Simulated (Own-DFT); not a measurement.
# How strain changes the stress of hcp Ru, 36 atoms (Ru36)

All numbers below are calculated, not measured. They come from Own-DFT, an in-house plane-wave density functional program, since retired, whose code no person has reviewed. Each row is one single-point run on a periodic cell that was not relaxed, without spin or spin-orbit coupling.

Settings of every run: PBE; PseudoDojo norm-conserving scalar-relativistic files; cutoff 50 hartree; 5 x 5 x 4 k mesh centred on Gamma; cold (Marzari-Vanderbilt) smearing of 0.2 eV.

Known limits: forces on such cells failed a check on a denser k mesh; stress not checked against mesh or cutoff.

Unstrained cell vectors in Å: (8.118, 0.000, 0.000); (-4.059, 7.030, 0.000); (0.000, 0.000, 8.563). The unstrained cell has measured lattice constants (interpolated for alloys), not those of this functional. That, the random moves and any unrelaxed bonds set the pressure at no strain. Each run strains this cell uniformly, with the atoms carried along. Every atom was also moved at random, by a Gaussian of width 0.05 Å on each axis. Strain is the symmetric tensor, in per cent. Stress is positive in tension, and the pressure is minus a third of its trace.

| run | e_xx (%) | e_yy (%) | e_zz (%) | e_yz (%) | e_xz (%) | e_xy (%) | s_xx (GPa) | s_yy (GPa) | s_zz (GPa) | s_yz (GPa) | s_xz (GPa) | s_xy (GPa) | P (GPa) | E (meV/atom) |
|---|---|---|---|---|---|---|---|---|---|---|---|---|---|---|
| 1 | -1.11 | -0.13 | -0.81 | 0.41 | -0.74 | -0.50 | -16.66 | -12.05 | -16.35 | 1.82 | -2.73 | -2.99 | 15.02 | 36.6 |
| 2 | 0.87 | 1.01 | -0.47 | 1.95 | -0.83 | 1.29 | -1.15 | -2.27 | -8.45 | 7.27 | -2.84 | 4.65 | 3.95 | 27.2 |
| 3 | 1.76 | -0.04 | 0.74 | -1.30 | 0.16 | 1.03 | 3.54 | -2.33 | 0.12 | -4.63 | 0.49 | 3.95 | -0.45 | 5.8 |
| 4 | 0.99 | -1.06 | -1.53 | -0.06 | 0.39 | 0.49 | -7.65 | -17.18 | -19.43 | -0.67 | 1.69 | 1.84 | 14.76 | 59.4 |
| 5 | 0.78 | -0.27 | 1.72 | 0.26 | -0.37 | -1.66 | -0.54 | -4.60 | 4.82 | 0.56 | -1.04 | -6.36 | 0.10 | 6.8 |
| 6 | -0.78 | 0.58 | 0.79 | -0.03 | -0.26 | 1.58 | -9.38 | -5.27 | -3.01 | 0.55 | -0.95 | 6.47 | 5.88 | 20.2 |
| 7 | 0.95 | 0.68 | 1.69 | -1.12 | -1.35 | -1.73 | 1.75 | 1.20 | 5.69 | -3.53 | -4.19 | -6.22 | -2.88 | 17.6 |
| 8 | -0.49 | -0.18 | -0.35 | 0.34 | -0.55 | -1.73 | -11.44 | -11.15 | -10.72 | 1.22 | -2.13 | -7.33 | 11.10 | 22.3 |
| 9 | 0.69 | 1.68 | 1.76 | 0.70 | -0.57 | -0.27 | 3.17 | 6.53 | 7.78 | 2.07 | -1.86 | -1.03 | -5.82 | 0.0 |
| 10 | 1.37 | 1.79 | -0.45 | -1.16 | -0.05 | 0.90 | 3.09 | 3.90 | -4.74 | -4.33 | -0.09 | 3.31 | -0.75 | 11.6 |
| 11 | 1.37 | 1.08 | 0.25 | 1.62 | 0.82 | -0.48 | 2.69 | 1.25 | -1.83 | 5.61 | 2.95 | -1.82 | -0.70 | 12.7 |
| 12 | 0.22 | -0.61 | 0.24 | 1.70 | 0.65 | 1.43 | -6.75 | -11.54 | -7.42 | 6.54 | 2.17 | 5.39 | 8.57 | 29.8 |
| 13 | 0.23 | -1.03 | 0.43 | -0.69 | -0.25 | 0.80 | -6.61 | -12.93 | -5.70 | -2.67 | -0.84 | 3.33 | 8.42 | 8.8 |
| 14 | -1.65 | 0.50 | -0.12 | 0.69 | -0.64 | -0.18 | -17.75 | -7.90 | -11.20 | 2.31 | -1.99 | -0.25 | 12.28 | 30.1 |
| 15 | -0.54 | -1.60 | -0.30 | -1.91 | 1.38 | -1.99 | -15.69 | -21.26 | -16.09 | -7.76 | 5.07 | -9.82 | 17.68 | 73.3 |
| 16 | -0.91 | 0.34 | 0.08 | -0.64 | 0.88 | -1.63 | ? | ? | ? | ? | ? | ? | ? | ? |

E is the free energy for each atom above the lowest run shown.

## Worked fit

Each stress component was fitted by least squares to a constant and the strains of the runs shown, as fractions, with shears doubled. Shear strains stay in the fit of a normal stress only where such slopes are resolved. The slopes, in GPa:

| stress | at no strain | per e_xx | per e_yy | per e_zz | scatter |
|---|---|---|---|---|---|
| s_xx | -8.0 | 598 ± 18 | 202 ± 18 | 199 ± 19 | 0.64 |
| s_yy | -8.5 | 182 ± 23 | 615 ± 24 | 228 ± 24 | 0.83 |
| s_zz | -8.3 | 186 ± 23 | 200 ± 24 | 685 ± 24 | 0.82 |

Each shear stress against twice its own strain: yz 182 ± 5, xz 173 ± 5, xy 205 ± 7 GPa. These are stiffnesses along x, y and z of the frame in which the cell vectors are given, which need not be the crystal's axes. The atoms are held to the strained lattice; where symmetry lets them move under strain, relaxing them would lower some slopes. The table should be nearly symmetric about its diagonal, and what it lacks of that shows the noise. A ninth of its sum, 344 ± 8 GPa, estimates the bulk modulus near the mean pressure of these runs, 5.8 GPa, so it lies above the value at zero pressure.

## Withheld run

Question: what normal stresses and pressure should run 16 give?

The fit gives s_xx = -12.6, s_yy = -7.9, s_zz = -8.8 and P = 9.7 GPa. The calculation gave -12.88, -8.46, -10.07 and P = 10.47 GPa.
